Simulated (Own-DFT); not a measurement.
Simulation results for GaP (zincblende, atoms displaced)

Computed with Own-DFT development build. A calculation, not a measurement: plane-wave PBE density functional theory by an unreviewed code, no spin, of a simulated periodic cell, stress positive in tension, free energy of the whole cell less one offset for each atom, forces on such cells passed a denser k mesh, this cell's mesh not checked; offsets are fitted by least squares, one for each functional and potential file, so energies compare only between cells with the same atoms and settings and are not formation energies; the far tail of each file's local potential was reset to the Coulomb form; each entry is a single point on an unrelaxed cell, so the pressure reflects the starting lattice, mostly measured values (interpolated for alloys), from which strain is counted, and rises with the displacements; printed positions are rounded, which can move forces by about a meV/angstrom; the program, named Own-DFT, is a retired in-house code; no spin-orbit coupling.

Settings shared by all entries: functional PBE; potential files PseudoDojo norm-conserving, scalar-relativistic, standard set; wave cutoff 42 hartree; occupations Fermi-Dirac; smearing width 0.1 eV; k mesh 2 x 3 x 3 centred on Gamma.

(1) GaP (zincblende, atoms displaced)

```
cell vectors (Å)
  16.3515     0.0000     0.0000
   0.0000    10.9010     0.0000
   0.0000     0.0000    10.9010
atoms (fractions of the cell vectors)
Ga  0.99976  0.97852  0.01292
Ga  0.00155  0.26023  0.25634
Ga  0.16780  0.00661  0.25019
Ga  0.16367  0.24940  0.99595
P   0.07408  0.12026  0.13491
P   0.08394  0.37288  0.37256
P   0.25467  0.11171  0.37786
P   0.25110  0.38570  0.11672
Ga  0.99741  0.00210  0.49705
Ga  0.00231  0.24465  0.75401
Ga  0.16531  0.00569  0.75473
Ga  0.16578  0.24887  0.50171
P   0.09285  0.13457  0.60371
P   0.07335  0.37506  0.87829
P   0.24378  0.14169  0.87718
P   0.25299  0.36680  0.62167
Ga  0.00111  0.50187  0.99483
Ga  0.00634  0.73753  0.26020
Ga  0.17424  0.47437  0.25208
Ga  0.17753  0.74660  0.00676
P   0.08253  0.62794  0.12650
P   0.08812  0.88676  0.36909
P   0.25620  0.61461  0.39826
P   0.25590  0.88796  0.10682
Ga  0.00237  0.50278  0.50753
Ga  0.99623  0.74811  0.75689
Ga  0.16676  0.51152  0.75878
Ga  0.16672  0.74801  0.48382
P   0.09096  0.61955  0.63138
P   0.08075  0.86962  0.87666
P   0.24971  0.62364  0.85550
P   0.24671  0.85921  0.60953
Ga  0.33338  0.99953  0.99515
Ga  0.32749  0.26204  0.24908
Ga  0.50562  0.00659  0.24889
Ga  0.50283  0.24003  0.01966
P   0.40712  0.12120  0.13229
P   0.41898  0.39131  0.39451
P   0.58793  0.14262  0.36780
P   0.57129  0.37942  0.11241
Ga  0.32761  0.99577  0.50185
Ga  0.32824  0.26363  0.76834
Ga  0.49606  0.99332  0.76531
Ga  0.50946  0.23659  0.49092
P   0.41244  0.11298  0.62469
P   0.41966  0.36378  0.87203
P   0.58347  0.12358  0.88695
P   0.58836  0.37131  0.60893
Ga  0.32947  0.50686  0.01322
Ga  0.33046  0.75609  0.23489
Ga  0.50871  0.50278  0.24574
Ga  0.50137  0.74650  0.01174
P   0.41286  0.62242  0.12014
P   0.40828  0.88098  0.36541
P   0.57861  0.62259  0.36332
P   0.58578  0.89427  0.12851
Ga  0.33639  0.51103  0.50261
Ga  0.33339  0.74344  0.74635
Ga  0.50083  0.50907  0.73807
Ga  0.49320  0.76367  0.50557
P   0.41807  0.61732  0.63487
P   0.41524  0.87653  0.86347
P   0.58012  0.62835  0.87762
P   0.58043  0.87554  0.62428
Ga  0.66029  0.99275  0.99652
Ga  0.67259  0.25418  0.23689
Ga  0.83205  0.01738  0.24668
Ga  0.82547  0.24259  0.00731
P   0.74324  0.09857  0.13182
P   0.75095  0.38885  0.37343
P   0.91350  0.12031  0.38082
P   0.91429  0.38079  0.11239
Ga  0.68099  0.01187  0.50606
Ga  0.66098  0.25104  0.75232
Ga  0.83724  0.99490  0.75341
Ga  0.83698  0.24983  0.49325
P   0.74695  0.11712  0.63093
P   0.75358  0.37637  0.86971
P   0.91908  0.12331  0.85285
P   0.91169  0.37880  0.63143
Ga  0.67800  0.49423  0.00037
Ga  0.67308  0.74220  0.24540
Ga  0.82976  0.48287  0.24725
Ga  0.83660  0.74126  0.97939
P   0.74432  0.63299  0.13814
P   0.74119  0.88082  0.36732
P   0.91195  0.62809  0.37014
P   0.92168  0.86702  0.12986
Ga  0.68074  0.49857  0.50871
Ga  0.67040  0.74668  0.74679
Ga  0.83075  0.49683  0.76138
Ga  0.82995  0.76194  0.48102
P   0.74414  0.62921  0.62863
P   0.74697  0.89595  0.88800
P   0.91277  0.63291  0.87264
P   0.92363  0.88029  0.60754
```

| Item | Value |
| --- | --- |
| free energy of cell above offsets | -36.833 eV |
| pressure | 5.09 GPa |
| stress xx | -5.38 GPa |
| stress yy | -4.9 GPa |
| stress zz | -4.99 GPa |
| stress yz | -1.03 GPa |
| stress xz | 0.98 GPa |
| stress xy | -0.83 GPa |

Force:
```csv
element,x (eV/Å),y (eV/Å),z (eV/Å)
Ga,0.379,1.735,-1.51
Ga,-1.4,-0.933,-0.846
Ga,0.583,0.029,-0.898
Ga,-1.544,0.699,1.607
P,0.981,0.737,-0.937
P,0.073,0.502,1.261
P,-1.146,2.566,-0.982
P,-0.743,-2.586,-0.111
Ga,2.1,0.913,-0.479
Ga,0.485,0.683,-2.115
Ga,-0.053,-0.59,-0.994
Ga,2.717,1.74,-2.423
P,-3.374,-2.815,3.569
P,1.92,0.109,-0.591
P,0.848,-2.325,-0.277
P,-0.451,1.461,0.433
Ga,-0.533,1.185,0.715
Ga,-0.372,1.418,-0.135
Ga,-0.917,2.766,1
Ga,-1.131,-0.19,-1.152
P,1.415,-1.223,-0.192
P,-0.943,-1.563,0.38
P,-2.33,1.829,-4.555
P,-2.064,-1.344,2.305
Ga,-0.6,0.134,-0.179
Ga,0.969,0.53,-1.857
Ga,-0.893,-3.518,-1.279
Ga,-0.954,-0.238,0.665
P,-1.713,1.527,-1.088
P,1.028,0.231,0.192
P,1.337,0.84,3.786
P,0.369,1.231,2.026
Ga,1.188,1.587,-1.827
Ga,0.95,-0.31,1.257
Ga,-1.331,0.58,1.068
Ga,-2.124,-1.106,-1.686
P,0.955,0.507,-0.087
P,0.839,-1.806,-2.337
P,1.54,-2.337,-0.97
P,3.323,0.515,0.768
Ga,1.036,-0.741,0.592
Ga,0.191,-1.111,-2.21
Ga,1.543,1.654,-2.342
Ga,-2.835,1.355,1.879
P,0.736,1.164,0.66
P,1.167,1.797,1.54
P,-0.515,0.534,-0.95
P,-0.412,0.406,1.334
Ga,0.939,0.022,-3.434
Ga,0.052,-0.576,1.044
Ga,-2.407,-0.673,0.22
Ga,-0.105,1.151,-0.714
P,0.988,0.673,1.321
P,1.264,-0.253,0.335
P,1.718,1.661,2.221
P,-0.654,-3.255,0.292
Ga,1.045,-2.121,2.588
Ga,0.196,1.094,-0.808
Ga,1.684,-2.414,1.817
Ga,-0.243,-0.991,-1.064
P,-0.898,2.183,-1.791
P,-1.335,-1.777,2.505
P,1.199,-0.48,-0.093
P,1.098,0.863,0.407
Ga,-0.44,1.356,0.348
Ga,-0.838,0.835,0.232
Ga,1.749,-2.925,1.169
Ga,0.709,-0.636,-0.836
P,-0.652,3.197,-1.882
P,-0.252,-2.855,0.285
P,0.676,1.121,-1.177
P,0.003,-1.01,0.902
Ga,-3.452,-1.842,-1.902
Ga,0.088,-0.129,-0.271
Ga,-0.408,-0.268,-1.227
Ga,-1.144,0.545,1.242
P,2.217,2.545,1.624
P,-1.165,-1.751,1.237
P,-0.427,-0.589,3.393
P,0.877,-0.481,-0.523
Ga,-1.838,1.017,0.186
Ga,-3.745,2.595,2.276
Ga,1.344,2.423,-0.983
Ga,-2.582,2.877,3.614
P,3.566,-3.044,-3.764
P,1.098,0.402,-0.043
P,0.428,-1.267,0.431
P,-1.981,-0.775,0.804
Ga,-2.41,0.357,-0.897
Ga,-1.769,1.675,1.394
Ga,0.697,1.427,-1.782
Ga,0.101,-0.268,1.032
P,2.898,0.074,-0.288
P,2.015,-3.269,-2.336
P,1.603,-2.797,-1.282
P,-1.8,-1.878,2.151
```

(2) GaP (zincblende, atoms displaced)

```
cell vectors (Å)
  16.3515     0.0000     0.0000
   0.0000    10.9010     0.0000
   0.0000     0.0000    10.9010
atoms (fractions of the cell vectors)
Ga  0.99321  0.00871  0.00976
Ga  0.99390  0.25200  0.24848
Ga  0.16566  0.98725  0.24789
Ga  0.15827  0.23619  0.99367
P   0.08369  0.13650  0.12022
P   0.08329  0.37676  0.38350
P   0.25129  0.13779  0.36999
P   0.23875  0.37307  0.13001
Ga  0.99856  0.00109  0.49950
Ga  0.99224  0.25270  0.76569
Ga  0.17099  0.01546  0.74933
Ga  0.17848  0.25812  0.50056
P   0.08193  0.12841  0.62174
P   0.07695  0.37355  0.86924
P   0.24135  0.11628  0.85965
P   0.24595  0.36643  0.62503
Ga  0.00944  0.50733  0.00125
Ga  0.00999  0.75383  0.24398
Ga  0.16324  0.50369  0.25008
Ga  0.16554  0.74534  0.00518
P   0.07884  0.62525  0.12870
P   0.08008  0.87332  0.37982
P   0.24790  0.62651  0.37097
P   0.25422  0.85528  0.14238
Ga  0.00640  0.49615  0.49662
Ga  0.00226  0.73872  0.74146
Ga  0.16786  0.50361  0.74796
Ga  0.17000  0.73134  0.49616
P   0.08639  0.61520  0.63248
P   0.08240  0.88014  0.85326
P   0.25051  0.62093  0.88141
P   0.24414  0.86599  0.62102
Ga  0.33608  0.99963  0.00696
Ga  0.33089  0.25378  0.25818
Ga  0.50930  0.99606  0.24646
Ga  0.50269  0.25233  0.99895
P   0.41722  0.13395  0.12936
P   0.41708  0.36968  0.37611
P   0.58014  0.12209  0.37121
P   0.57608  0.36906  0.12595
Ga  0.33305  0.00438  0.48230
Ga  0.32231  0.25048  0.74027
Ga  0.49285  0.99951  0.75068
Ga  0.50631  0.26142  0.49574
P   0.41445  0.13560  0.61882
P   0.41966  0.38069  0.88459
P   0.57705  0.12856  0.87889
P   0.58640  0.37986  0.63289
Ga  0.32647  0.50328  0.98784
Ga  0.33015  0.75792  0.26402
Ga  0.51276  0.51059  0.24679
Ga  0.50101  0.74558  0.01474
P   0.41053  0.63990  0.11982
P   0.41747  0.88423  0.36794
P   0.59127  0.63648  0.37919
P   0.59696  0.88520  0.13281
Ga  0.33606  0.49929  0.51588
Ga  0.33765  0.74273  0.75496
Ga  0.49873  0.50118  0.74737
Ga  0.50657  0.75469  0.49436
P   0.41563  0.62111  0.63430
P   0.41269  0.88121  0.85869
P   0.57158  0.62991  0.86356
P   0.57883  0.87863  0.64084
Ga  0.66560  0.99342  0.00776
Ga  0.66749  0.25289  0.23826
Ga  0.83442  0.99827  0.25203
Ga  0.83723  0.25176  0.98259
P   0.74857  0.13817  0.13126
P   0.74742  0.37022  0.36849
P   0.90938  0.14006  0.37264
P   0.91370  0.37811  0.12694
Ga  0.66365  0.00246  0.51365
Ga  0.67291  0.22984  0.75319
Ga  0.82433  0.00650  0.75278
Ga  0.82571  0.26042  0.50498
P   0.74974  0.12388  0.63191
P   0.74166  0.37332  0.88751
P   0.91389  0.12769  0.87522
P   0.91329  0.37129  0.62965
Ga  0.66351  0.50472  0.00244
Ga  0.67316  0.75244  0.24245
Ga  0.83012  0.49464  0.23455
Ga  0.83001  0.75282  0.99501
P   0.74223  0.62498  0.11615
P   0.75377  0.86525  0.37397
P   0.91109  0.63376  0.37570
P   0.90917  0.89032  0.12780
Ga  0.67354  0.49876  0.52005
Ga  0.66478  0.74445  0.74620
Ga  0.83405  0.50324  0.73277
Ga  0.83241  0.77627  0.49935
P   0.74731  0.62865  0.63587
P   0.75445  0.87818  0.88250
P   0.91134  0.62619  0.86972
P   0.90866  0.87484  0.63086
```

| Item | Value |
| --- | --- |
| free energy of cell above offsets | -40.968 eV |
| pressure | 4.69 GPa |
| stress xx | -4.73 GPa |
| stress yy | -4.65 GPa |
| stress zz | -4.7 GPa |
| stress yz | -1.19 GPa |
| stress xz | -0.01 GPa |
| stress xy | 0.52 GPa |

Force:
```csv
element,x (eV/Å),y (eV/Å),z (eV/Å)
Ga,0.973,-0.406,-1.076
Ga,0.804,0.529,0.298
Ga,-0.046,1.194,0.238
Ga,1.527,1.927,-1.372
P,-1.386,-2.285,2.016
P,0.787,-1.022,-1.502
P,-1.26,-2.149,0.096
P,1.194,-0.216,-1.219
Ga,-0.903,0.523,0.146
Ga,0.484,-0.394,-2.07
Ga,-3.3,-3.767,-3.802
Ga,-2.906,-1.652,-1.24
P,0.068,0.7,0.192
P,1.528,0.804,0.843
P,3.746,3.012,4.517
P,0.674,3.292,0.952
Ga,-2.287,-0.9,-0.803
Ga,-2.707,0.755,0.972
Ga,-0.236,-0.421,0.454
Ga,-0.319,0.801,-0.701
P,1.489,0.134,-0.448
P,0.819,-0.154,0.147
P,1.217,-1.671,0.272
P,-1.895,2.707,-3.089
Ga,-1.95,1.03,0.782
Ga,-0.914,0.992,0.654
Ga,0.437,-1.3,1.048
Ga,-1.258,1.559,0.998
P,-0.604,0.553,-1.798
P,-0.142,-0.213,2.162
P,-1.431,1.453,-1.676
P,1.144,0.682,0.009
Ga,-0.436,-0.21,-0.429
Ga,0.565,0.85,-1.53
Ga,-1.541,0.68,-0.118
Ga,-1.342,-0.157,0.104
P,0.14,-0.745,-0.208
P,0.287,2.099,-0.064
P,1.364,0.799,0.879
P,1.449,1.27,0.037
Ga,-0.352,0.111,1.719
Ga,2.131,-0.76,1.663
Ga,0.212,1.991,-0.499
Ga,-0.246,-0.677,0.51
P,0.265,-0.595,-0.079
P,-1.032,-0.582,-1.301
P,0.935,-1.567,-0.516
P,0.151,-1.197,-0.017
Ga,1.381,-1.651,2.533
Ga,2.149,-1.75,0.844
Ga,-1.933,0.198,0.538
Ga,0.622,1.659,-1.491
P,-0.378,-1.648,1.484
P,0.932,-0.764,0.462
P,0.417,-1.076,-0.213
P,-2.351,-2.203,0.037
Ga,-0.42,-0.581,-1.503
Ga,-1.535,0.6,-0.509
Ga,-0.359,-1.097,0.356
Ga,-1.21,0.42,0.746
P,0.693,0.847,-1.434
P,-0.112,-0.762,2.947
P,1.611,0.211,1.838
P,0.684,-0.354,-1.386
Ga,1.431,2.565,-1.682
Ga,-1.404,0.152,1.539
Ga,-1.406,1.702,1.027
Ga,-1.212,0.941,2.192
P,1.501,-2.014,-1.818
P,-0.398,1.309,0.689
P,0.429,-1.45,0.922
P,1.226,-0.347,-1.807
Ga,-0.3,-0.553,-1.248
Ga,-1.839,2.299,1.521
Ga,1.582,-0.896,0.605
Ga,0.484,-0.522,-0.313
P,0.401,-0.037,-2.062
P,0.921,0.117,-1.886
P,0.057,-1.566,-0.342
P,0.793,0.189,-0.88
Ga,-1.842,-0.625,-0.945
Ga,-0.172,-0.36,1.109
Ga,-0.468,1.29,1.653
Ga,0.993,-0.491,0.869
P,1.607,0.253,0.373
P,-1.962,2.519,-0.782
P,0.758,-0.593,-0.302
P,1.467,-2.476,-0.859
Ga,-0.446,-0.104,-1.848
Ga,-0.43,1.104,1.597
Ga,-0.479,-0.436,2.14
Ga,0.69,-3.142,0.754
P,1.201,0.804,-1.654
P,-1.971,0.155,-1.073
P,1.011,-0.323,0.498
P,1.692,1.085,0.614
```

(3) GaP (zincblende, atoms displaced)

```
cell vectors (Å)
  16.3515     0.0000     0.0000
   0.0000    10.9010     0.0000
   0.0000     0.0000    10.9010
atoms (fractions of the cell vectors)
Ga  0.99248  0.00056  0.99648
Ga  0.99660  0.26952  0.24443
Ga  0.15266  0.01385  0.24792
Ga  0.16289  0.24978  0.00762
P   0.08816  0.09755  0.12385
P   0.08978  0.37631  0.38369
P   0.25330  0.12846  0.38219
P   0.25243  0.37016  0.12200
Ga  0.00294  0.98123  0.51100
Ga  0.00705  0.24148  0.72633
Ga  0.16679  0.00351  0.76069
Ga  0.15933  0.24900  0.49484
P   0.08862  0.13235  0.63639
P   0.07471  0.37710  0.85585
P   0.24636  0.11201  0.86171
P   0.26003  0.36267  0.60814
Ga  0.00316  0.51645  0.99858
Ga  0.99824  0.74253  0.24498
Ga  0.15480  0.51783  0.23865
Ga  0.16059  0.76042  0.00856
P   0.09238  0.62128  0.13424
P   0.08301  0.86211  0.37942
P   0.25111  0.61088  0.35908
P   0.24637  0.87049  0.11804
Ga  0.99804  0.50165  0.50951
Ga  0.98779  0.74475  0.74187
Ga  0.16213  0.51407  0.74777
Ga  0.15865  0.75357  0.49988
P   0.08619  0.64125  0.62161
P   0.08936  0.88234  0.86994
P   0.24828  0.62632  0.86926
P   0.25466  0.87689  0.62431
Ga  0.33311  0.99932  0.99655
Ga  0.33204  0.26032  0.24478
Ga  0.50077  0.01715  0.23147
Ga  0.50145  0.23445  0.00223
P   0.42556  0.15065  0.10993
P   0.42112  0.37178  0.37769
P   0.59430  0.13043  0.37487
P   0.58353  0.39042  0.12028
Ga  0.31955  0.00265  0.50398
Ga  0.32348  0.23206  0.74578
Ga  0.49958  0.99998  0.73667
Ga  0.49409  0.24200  0.50998
P   0.40587  0.13319  0.63033
P   0.42323  0.35878  0.87133
P   0.58082  0.12195  0.88314
P   0.58384  0.36963  0.63176
Ga  0.34563  0.50980  0.00382
Ga  0.33273  0.74009  0.24717
Ga  0.49909  0.49828  0.25736
Ga  0.50661  0.75899  0.00986
P   0.41835  0.62177  0.11717
P   0.42187  0.87549  0.36775
P   0.58776  0.63088  0.37533
P   0.58944  0.87198  0.12033
Ga  0.32724  0.48945  0.48944
Ga  0.33223  0.74670  0.75932
Ga  0.50378  0.50579  0.76398
Ga  0.50399  0.75493  0.50610
P   0.42225  0.61292  0.63574
P   0.41413  0.87006  0.86938
P   0.58565  0.62986  0.87253
P   0.59168  0.87969  0.62051
Ga  0.67029  0.00317  0.00508
Ga  0.66203  0.26243  0.25646
Ga  0.82948  0.99703  0.26411
Ga  0.83199  0.24629  0.98409
P   0.74359  0.12564  0.13096
P   0.75166  0.37752  0.36313
P   0.92996  0.11858  0.36178
P   0.92760  0.36942  0.13539
Ga  0.65549  0.00589  0.51779
Ga  0.66724  0.23673  0.74160
Ga  0.82820  0.00262  0.74790
Ga  0.82739  0.26787  0.50772
P   0.74977  0.14101  0.61836
P   0.74715  0.36230  0.87724
P   0.90348  0.11829  0.87672
P   0.91096  0.39424  0.62939
Ga  0.66316  0.50777  0.99352
Ga  0.66936  0.75728  0.24707
Ga  0.84265  0.50587  0.26532
Ga  0.83114  0.76012  0.01031
P   0.75303  0.63331  0.12790
P   0.73550  0.88023  0.38640
P   0.91826  0.62677  0.37292
P   0.92358  0.88340  0.12242
Ga  0.66537  0.51869  0.50463
Ga  0.66761  0.76877  0.75614
Ga  0.84377  0.49980  0.75453
Ga  0.83096  0.75855  0.50391
P   0.76027  0.60110  0.62232
P   0.73838  0.87966  0.86924
P   0.91849  0.61284  0.86820
P   0.92072  0.87068  0.61632
```

| Property | Result |
| --- | --- |
| free energy of cell above offsets | -32.903 eV |
| pressure | 5.91 GPa |
| stress xx | -5.86 GPa |
| stress yy | -5.61 GPa |
| stress zz | -6.25 GPa |
| stress yz | 1.92 GPa |
| stress xz | -1.14 GPa |
| stress xy | -0.49 GPa |

Force:
```csv
element,x (eV/Å),y (eV/Å),z (eV/Å)
Ga,1.413,0.43,-1.231
Ga,4.316,-4.155,3.764
Ga,4.946,-4.009,5.078
Ga,-0.013,-0.452,-1.224
P,-4.22,5.424,-4.582
P,-2.07,1.508,-1.693
P,-1.623,0.433,-2.153
P,-1.088,1.805,-0.566
Ga,1.426,2.613,-1.767
Ga,-4.093,2.692,2.603
Ga,-0.467,-1.576,-2.826
Ga,2.052,-0.587,0.895
P,1.52,-3.504,-2.899
P,0.961,0.109,1.721
P,1.362,2.256,3.577
P,-2.516,0.213,1.694
Ga,0.491,-1.935,0.513
Ga,0.265,0.6,0.138
Ga,5.415,-6.601,5.156
Ga,0.509,-0.959,-1.572
P,-5.448,5.146,-5.706
P,-0.749,1.68,-1.786
P,-0.655,1.17,1.383
P,1.182,1.3,1.871
Ga,1.058,0.607,-0.891
Ga,1.96,0.247,0.962
Ga,0.779,-1.415,-0.58
Ga,3.478,-0.158,-0.321
P,-1.662,-1.816,0.934
P,-2.985,-1.526,0.686
P,-0.295,-0.276,1.814
P,-1.845,-1.362,0.911
Ga,0.229,0.089,-0.028
Ga,0.856,-0.83,1.028
Ga,0.547,-0.876,1.188
Ga,4.107,5.155,-3.703
P,-5.783,-4.619,4.663
P,-0.432,-0.135,-0.254
P,-2.647,-0.494,0.5
P,-0.44,-1.382,0.455
Ga,2.704,-0.319,-0.635
Ga,0.157,2.603,1.241
Ga,-0.564,0.165,1.069
Ga,1.143,0.526,-0.615
P,1.922,-2.574,-1.581
P,-1.124,0.958,0.187
P,1.051,-0.998,-1.701
P,-0.135,0.932,-0.566
Ga,-2.131,-2.755,-2.588
Ga,0.38,0.997,-0.339
Ga,0.384,0.499,-0.443
Ga,-1.324,-1.056,-1.625
P,1.863,1.822,2.291
P,-0.753,0.594,0.226
P,-0.853,0.344,-0.38
P,-0.256,1.529,0.922
Ga,1.654,0.986,0.017
Ga,0.335,-0.334,-1.552
Ga,-0.143,-1.853,-0.551
Ga,-0.745,-0.672,-0.447
P,-1.201,1.309,-1.42
P,1.446,0.811,0.887
P,0.085,1.304,0.238
P,-2.709,-1.886,2.004
Ga,-0.765,0.207,-0.337
Ga,0.434,0.303,-1.583
Ga,-0.028,0.458,-0.506
Ga,-0.474,0.516,3.007
P,1.334,0.509,0.224
P,-0.076,0.93,1.366
P,-1.012,0.261,1.863
P,-4.248,4.021,-4.898
Ga,2.726,2.53,-2.469
Ga,-1.259,1.224,1.86
Ga,-0.383,-0.584,-0.918
Ga,1.279,-0.055,-1.711
P,0.598,-2.629,-0.023
P,-0.256,1.933,-0.911
P,2.805,-0.078,-1.323
P,2.093,-3.528,-1.604
Ga,1.465,-0.315,0.401
Ga,-0.146,-0.673,0.463
Ga,-1.326,-1.217,-2.073
Ga,0.377,0.003,-1.244
P,0.076,-1.211,0.063
P,1.686,0.004,0.126
P,0.688,1.203,1.641
P,-1.675,-1.44,1.268
Ga,-0.339,-2.48,-0.499
Ga,-1.043,-3.476,-1.898
Ga,-3.44,-0.83,1.467
Ga,-0.804,-1.137,-0.841
P,-0.173,3.104,0.868
P,3.489,1.349,1.912
P,-0.117,2.975,2.064
P,-2.513,0.386,1.858
```
